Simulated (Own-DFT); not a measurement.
# A change of arrangement and its cost: C34N2Si36, 72 atoms

Calculated results; nothing here was measured. The program, named Own-DFT, is a retired in-house plane-wave density functional code that no person has reviewed. Each row is one single-point run on a periodic cell that was not relaxed, without spin or spin-orbit coupling.

Settings of every run: PBE; PseudoDojo norm-conserving scalar-relativistic files; cutoff 42 hartree; 4 x 4 x 3 k mesh centred on Gamma; Fermi-Dirac smearing of 0.1 eV.

Known limits: not probed for a lower state with spin; forces on such cells passed a denser k mesh, each cell not checked; stress not checked against mesh or cutoff.

All cells hold the same atoms in the same cell, with vectors in Å (9.248, 0.000, 0.000); (-4.624, 8.009, 0.000); (0.000, 0.000, 10.068). Every atom was moved at random from its ideal site; u is the rms move along one axis. The defect's site can differ from row to row. E is the free energy of the cell above the lowest run. The arrangements:

- A: 4H SiC, with two N on a C site each, 3.1 Å apart
- B: 2H SiC, with two N on a C site each, 3.1 Å apart

| arrangement | u (Å) | E (eV) | P (GPa) |
|---|---|---|---|
| A | 0.0286 | 0.000 | 2.67 |
| A | 0.0310 | 0.572 | 2.68 |
| A | 0.0318 | 0.507 | 2.75 |
| A | 0.0456 | 3.183 | 3.54 |
| A | 0.0480 | 4.269 | 3.90 |
| A | 0.0490 | 4.593 | 4.01 |
| B | 0.0296 | 1.108 | 2.82 |
| B | 0.0298 | 1.588 | 3.07 |
| B | 0.0304 | 1.550 | 3.03 |
| B | 0.0503 | 5.294 | 4.22 |
| B | 0.0511 | 6.697 | 4.97 |
| B | 0.0521 | 5.910 | 4.35 |

Question: once the cost of the random moves is taken out, how do the arrangements rank?

## Worked answer

Fit E = a + b u², with one b for all and one a for each arrangement, and with residuals divided by u², since the noise grows with the moves. Then b = 2701 eV/Å², the scatter at u = 0.04 Å is 0.31 eV, and against A:

- B: 1.13 ± 0.13 eV (higher)

These are energies of unrelaxed cells. Relaxing the atoms lowers the strained arrangements most, so the gaps would shrink and small ones could change sign.
